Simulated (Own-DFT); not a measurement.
# How strain changes the stress of wurtzite GaN, 96 atoms (Ga48N48)

All numbers below are calculated, not measured. They come from Own-DFT, an in-house plane-wave density functional program, since retired, whose code no person has reviewed. Each row is one single-point run on a periodic cell that was not relaxed, without spin or spin-orbit coupling.

Settings of every run: PBE; PseudoDojo norm-conserving scalar-relativistic files (stringent for Ga); cutoff 96 hartree; 3 x 4 x 3 k mesh centred on Gamma; Gaussian smearing of 0.01 eV.

Known limits: forces on such cells passed a denser k mesh, each cell not checked; stress not checked against mesh or cutoff.

Unstrained cell vectors in Å: (12.756, 0.000, 0.000); (-4.783, 8.285, 0.000); (0.000, 0.000, 10.370). The unstrained cell has measured lattice constants (interpolated for alloys), not those of this functional. That, the random moves and any unrelaxed bonds set the pressure at no strain. Each run strains this cell uniformly, with the atoms carried along. Every atom was also moved at random, by a Gaussian of width 0.05 Å on each axis. Strain is the symmetric tensor, in per cent. Stress is positive in tension, and the pressure is minus a third of its trace.

```
run  e_xx (%)  e_yy (%)  e_zz (%)  e_yz (%)  e_xz (%)  e_xy (%)  s_xx (GPa)  s_yy (GPa)  s_zz (GPa)  s_yz (GPa)  s_xz (GPa)  s_xy (GPa)  P (GPa)  E (meV/atom)
  1      0.01      0.23      0.93      1.80     -1.53     -1.36       -7.01       -5.15       -2.48        3.14       -3.25       -3.80     4.88          11.3
  2     -0.97     -1.03     -0.61     -1.87     -0.82      1.10      -14.64      -14.59      -10.06       -3.78       -1.78        5.08    13.10          42.8
  3     -0.08     -0.37     -0.71      0.22     -0.94      1.76       -8.48      -10.84      -10.63        0.26       -2.08        6.69     9.98          26.4
  4      1.12     -0.50     -0.30      1.65     -0.09      1.73       -1.67       -8.88      -10.17        2.79        0.62        4.95     6.90          24.6
  5     -1.53     -0.58      1.71      1.87     -0.63      1.12      -13.46      -10.46       -0.89        3.51       -1.75        3.66     8.27          19.5
  6     -0.61      1.86     -0.69      1.46      0.66     -0.27       -8.59       -0.19      -10.26        2.98        0.88        0.32     6.34          23.1
  7     -0.22      0.77      1.43     -1.99     -1.39     -1.01       -7.05       -2.71       -0.89       -3.71       -2.72       -1.00     3.55          17.3
  8      0.13      0.25      1.16      0.80      1.57      0.90       -6.17       -3.26       -2.70        1.39        3.93        2.74     4.04           3.9
  9      0.42      1.96      0.46      0.34     -0.87      1.02       -3.55        1.59       -2.78        0.53       -1.69        2.26     1.58           0.0
 10     -0.67     -1.66     -1.67     -0.51     -1.75      1.98      -13.84      -16.43      -18.42       -1.17       -3.70        6.61    16.23          53.7
 11     -1.46      1.05      1.87     -0.79      1.16      0.27      -10.10       -3.06        0.10       -1.50        2.36        1.12     4.35           9.6
 12      1.60     -0.72      1.33      1.97     -1.22     -0.01       -0.65       -7.28       -1.11        3.69       -2.63        0.08     3.01           7.7
 13      0.50      1.19      1.58      1.97     -0.34      1.63       -3.05       -1.47        0.09        3.98       -0.87        5.50     1.47          16.5
 14      1.14      1.03      0.92     -1.85      1.49     -1.51       -1.56       -2.44       -2.55       -4.15        3.31       -4.16     2.18          23.3
 15     -0.89      0.52     -0.67     -1.91     -0.55     -0.24      -11.91       -5.88      -12.00       -3.65       -1.85       -1.03     9.93          41.2
 16      1.34      0.43      0.09     -0.94      1.42     -0.31           ?           ?           ?           ?           ?           ?        ?             ?
```

E is the free energy for each atom above the lowest run shown.

## Worked fit

Each stress component was fitted by least squares to a constant and the strains of the runs shown, as fractions, with shears doubled. Shear strains stay in the fit of a normal stress only where such slopes are resolved. The slopes, in GPa:

```
stress  at no strain  per e_xx  per e_yy  per e_zz  scatter
  s_xx          -7.7  436 ± 25  110 ± 23   80 ± 22     0.87
  s_yy          -7.5   98 ± 29  431 ± 27   88 ± 26     1.02
  s_zz          -7.9   49 ± 30   72 ± 28  468 ± 26     1.04
```

Each shear stress against twice its own strain: yz 97 ± 2, xz 110 ± 5, xy 147 ± 13 GPa. These are stiffnesses along x, y and z of the frame in which the cell vectors are given, which need not be the crystal's axes. The atoms are held to the strained lattice; where symmetry lets them move under strain, relaxing them would lower some slopes. The table should be nearly symmetric about its diagonal, and what it lacks of that shows the noise. A ninth of its sum, 204 ± 5 GPa, estimates the bulk modulus near the mean pressure of these runs, 6.4 GPa, so it lies above the value at zero pressure.

## Withheld run

Question: what normal stresses and pressure should run 16 give?

The fit gives s_xx = -1.3, s_yy = -4.3, s_zz = -6.5 and P = 4.0 GPa. The calculation gave -0.43, -3.32, -6.71 and P = 3.49 GPa.
